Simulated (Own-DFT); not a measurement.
# How HSE06 shifts the pressure of alpha-quartz SiO2, 70 atoms (O46Si24), with two O vacancies

All values are computed. Each geometry was run twice at fixed positions with Own-DFT, a retired in-house plane-wave program that no person has reviewed: with PBE, and with HSE06 (exact exchange share 0.25 at short range, screening 0.11 per bohr, Gygi-Baldereschi treatment of its divergence). Both used PseudoDojo norm-conserving files made for PBE, a cutoff of 48 hartree, the Gamma point alone, fixed occupations, a neutral cell and no spin. One k point on a cell 8.5 Å thick isn't converged, and results move with the size of the cell. The oxygen file's force components were 24 meV/Å off all-electron values in a glass.

Unstrained cell vectors in Å: (9.827, 0.000, 0.000); (-4.913, 8.510, 0.000); (0.000, 0.000, 10.810), volume V0 = 904.1 Å³, from measured lattice constants. Each geometry has its own random strain of a few per cent, its own defect sites and random moves of rms u per axis. HSE06 gave the energy alone. D is its energy less that of PBE, over the lowest D shown. The PBE stress wasn't checked against mesh or cutoff.

| run | V - V0 (Å³) | u (Å) | P with PBE (GPa) | D (eV) |
|---|---|---|---|---|
| 1 | -3.4 | 0.0303 | 8.11 | 0.360 |
| 2 | 4.3 | 0.0312 | 6.38 | 0.638 |
| 3 | 4.6 | 0.0312 | 6.31 | 0.606 |
| 4 | 10.7 | 0.0320 | 6.59 | 0.671 |
| 5 | 28.3 | 0.0278 | 1.11 | 1.219 |
| 6 | -14.2 | 0.0302 | 10.84 | 0.000 |
| 7 | -3.5 | 0.0302 | 7.18 | 0.394 |
| 8 | 45.0 | 0.0291 | -1.42 | 1.533 |
| 9 | 7.8 | 0.0275 | 6.18 | 0.548 |
| 10 | 6.6 | 0.0294 | 5.60 | 0.703 |
| 11 | 5.5 | 0.0323 | 6.92 | 0.616 |
| 12 | -16.1 | 0.0311 | 11.59 | 0.015 |
| 13 | 34.8 | 0.0283 | 0.97 | 1.251 |
| 14 | 12.3 | 0.0312 | 4.40 | ? |

## Worked fit

D = 0.45 + 0.0249 (V - V0) eV, with an error of 0.0011 on the volume slope and a scatter of 0.07 eV. Pressure is -dE/dV, and 1 eV/Å³ is 160.2 GPa, so HSE06 changes the pressure by -4.0 ± 0.2 GPa. Turning this into a change of volume would need the relaxed stiffness: quartz yields by tilting its tetrahedra, which these fixed-ion runs don't allow.

## The run left out

Asked: what D should run 14 give?

Estimate: 0.75 eV, with rows scattering by 0.07. The hidden result is 0.846 eV.
